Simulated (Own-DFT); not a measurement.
# What random displacements cost in monoclinic HfO2, 96 atoms (Hf32O64)

Calculated results; nothing here was measured. The program, named Own-DFT, is a retired in-house plane-wave density functional code that no person has reviewed. Each row is one single-point run on a periodic cell that was not relaxed, without spin or spin-orbit coupling.

Settings of every run: PBE; PseudoDojo norm-conserving scalar-relativistic files; cutoff 72 hartree; 2 x 2 x 2 k mesh centred on Gamma; Fermi-Dirac smearing of 0.1 eV.

Known limits, some of them of some rows only: some atoms lie very close together; hafnium file: forces about 75 meV/angstrom off all-electron values; oxygen file: force components 24 meV/angstrom off all-electron in a glass; forces on such cells passed a denser k mesh, each cell not checked; stress not checked against mesh or cutoff.

Cell vectors in Å: (10.234, 0.000, 0.000); (0.000, 10.350, 0.000); (-1.696, 0.000, 10.445). In each run every atom was moved at random and independently from its ideal site; u is the rms move along one axis. E is the free energy for each atom above the fitted value at u = 0, and F the rms of the force components.

| run | u (Å) | E (meV/atom) | F (eV/Å) | largest force (eV/Å) | P (GPa) |
|---|---|---|---|---|---|
| 1 | 0.0209 | 11.5 | 0.455 | 1.76 | 3.89 |
| 2 | 0.0223 | ? | ? | ? | ? |
| 3 | 0.0485 | 62.3 | 1.143 | 6.03 | 5.83 |
| 4 | 0.0487 | 58.5 | 1.007 | 3.75 | 5.57 |
| 5 | 0.0790 | 169.3 | 1.867 | 7.29 | 9.73 |
| 6 | 0.0852 | 182.1 | 1.929 | 10.00 | 10.81 |
| 7 | 0.1232 | 429.7 | 3.519 | 15.25 | 17.85 |
| 8 | 0.1474 | 566.7 | 3.802 | 21.58 | 20.83 |

## Worked fit

For small independent moves the energy grows as E = (3/2) K u², with K the mean stiffness felt by one atom. The runs with u up to 0.11 Å give K = 17.2 ± 0.5 eV/Å², with residuals divided by u² + 0.0006 Å², since the noise grows with the moves. The scatter is 3.2 meV/atom at u = 0.05 Å. The forces follow F = G u with G = 22.5 eV/Å²; no force at u = 0 is resolved. G exceeds K because the moves of its neighbours add to the force on an atom, and stiffness differs between atoms. At u = 0.147 Å the parabola gives 562 meV/atom and the run 567. The pressure follows P = 3.35 + 1023 u² GPa: at fixed volume, shortened bonds push harder than stretched ones pull.

## Withheld run

Question: what energy and rms force should run 2 give?

The fit gives 13 ± 1 meV/atom and about 0.50 eV/Å. The calculation gave 13.4 meV/atom and 0.484 eV/Å.
